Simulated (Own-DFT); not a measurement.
# Point defects and the pressure they add: zincblende InP

Source: density functional calculations with Own-DFT, an unreviewed in-house program that is no longer used. Nothing was measured or relaxed, and spin and spin-orbit coupling are left out.

Method: PBE; PseudoDojo norm-conserving scalar-relativistic files; cutoff 36 hartree; 2 x 3 x 3 k mesh centred on Gamma; Fermi-Dirac smearing of 0.1 eV.

Limits (not all hold for every row): not probed for a lower state with spin; forces on such cells failed a check on a denser k mesh; forces not confirmed at this smearing and k mesh; stress not checked against mesh or cutoff.

All runs share one cell, with vectors in Å (17.606, 0.000, 0.000); (0.000, 11.737, 0.000); (0.000, 0.000, 11.737) and a volume of 2425.5 Å³. u is the rms random offset of the atoms per axis. The defect's site can differ from row to row.

| cell | formula | u (Å) | P (GPa) |
|---|---|---|---|
| no defect | In48P48 | 0.0199 | 3.19 |
| no defect | In48P48 | 0.0521 | 3.73 |
| no defect | In48P48 | 0.0547 | 3.69 |
| two P on an In site each | In46P50 | 0.0278 | 2.98 |
| two P on an In site each | In46P50 | 0.0504 | 3.29 |
| two P on an In site each | In46P50 | 0.0511 | 3.40 |
| two P vacancies | In48P46 | 0.0467 | 3.35 |
| two P vacancies | In48P46 | 0.0467 | 3.29 |
| two P vacancies | In48P46 | 0.0487 | 3.24 |
| two P vacancies | In48P46 | 0.0507 | ? |
| one P on an In site | In47P49 | 0.0291 | 3.18 |
| one P on an In site | In47P49 | 0.0310 | 3.17 |
| one P on an In site | In47P49 | 0.0516 | 3.55 |
| one In on a P site and one P on an In site | In48P48 | 0.0276 | 3.50 |
| one In on a P site and one P on an In site | In48P48 | 0.0289 | 3.54 |
| one In on a P site and one P on an In site | In48P48 | 0.0487 | 3.84 |

## What the rows give

P = P0 + c u² + a shift for each defect gives P0 = 3.12 GPa, c = 205 ± 16 GPa/Å² and a scatter of 0.05 GPa. The shifts, and each times the cell's volume:

- one In on a P site and one P on an In site: 0.24 ± 0.04 GPa, 3.6 eV
- one P on an In site: -0.13 ± 0.04 GPa, -1.9 eV
- two P vacancies: -0.28 ± 0.04 GPa, -4.3 eV (-2.2 eV for each of its 2 sites)
- two P on an In site each: -0.30 ± 0.04 GPa, -4.6 eV (-2.3 eV for each of its 2 sites)

Against the defect-free cell, a freed cell would be larger where the shift is positive and smaller where it is negative (160.2 GPa Å³ is 1 eV). The atoms around the defects weren't relaxed, which would change these numbers.

## Check

Question: what pressure belongs in the blank (two P vacancies, u = 0.0507 Å)?

From the fit: 3.36 ± 0.06 GPa. The run itself gave 3.37 GPa.
